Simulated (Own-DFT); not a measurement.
# Shaking the atoms of 6H (3C twinned every three layers) SiC, 48 atoms (C24Si24)

These are calculations, not measurements. The program, named Own-DFT, is a retired in-house plane-wave density functional code that no person has reviewed. Each row is one single-point run on a periodic cell that was not relaxed, without spin or spin-orbit coupling.

Settings of every run: PBE; PseudoDojo norm-conserving scalar-relativistic files; cutoff 42 hartree; 5 x 5 x 2 k mesh centred on Gamma; Fermi-Dirac smearing of 0.1 eV.

Known limits: forces on such cells passed a denser k mesh, each cell not checked; stress not checked against mesh or cutoff.

Cell vectors in Å: (4.360, -4.360, 0.000); (0.000, 4.360, -4.360); (8.719, 8.719, 8.719). In each run every atom was moved at random and independently from its ideal site; u is the rms move along one axis. E is the free energy for each atom above the fitted value at u = 0, and F the rms of the force components.

```
run   u (Å)  E (meV/atom)  F (eV/Å)  largest force (eV/Å)  P (GPa)
  1  0.0286          30.5     0.878                  2.92     3.70
  2  0.0299          32.6     0.872                  3.14     3.79
  3  0.0315          37.6     0.945                  3.11     4.01
  4  0.0541         112.9     1.658                  7.22     5.65
  5  0.0609         127.2     1.783                  6.51     6.13
  6  0.0639         142.9     1.847                  6.73     6.15
  7  0.1031             ?         ?                     ?        ?
  8  0.1043         364.4     2.945                  8.92    11.57
  9  0.1073         492.3     3.834                 12.28    14.69
```

## Worked fit

For small independent moves the energy grows as E = (3/2) K u², with K the mean stiffness felt by one atom. The runs with u up to 0.11 Å give K = 24.7 ± 1.2 eV/Å², with residuals divided by u² + 0.0006 Å², since the noise grows with the moves. The scatter is 9.1 meV/atom at u = 0.05 Å. The forces follow F = G u with G = 30.4 eV/Å²; no force at u = 0 is resolved. G exceeds K because the moves of its neighbours add to the force on an atom, and stiffness differs between atoms. The pressure follows P = 2.88 + 913 u² GPa: at fixed volume, shortened bonds push harder than stretched ones pull.

## Withheld run

Question: what energy and rms force should run 7 give?

The fit gives 393 ± 38 meV/atom and about 3.13 eV/Å. The calculation gave 423.5 meV/atom and 3.475 eV/Å.
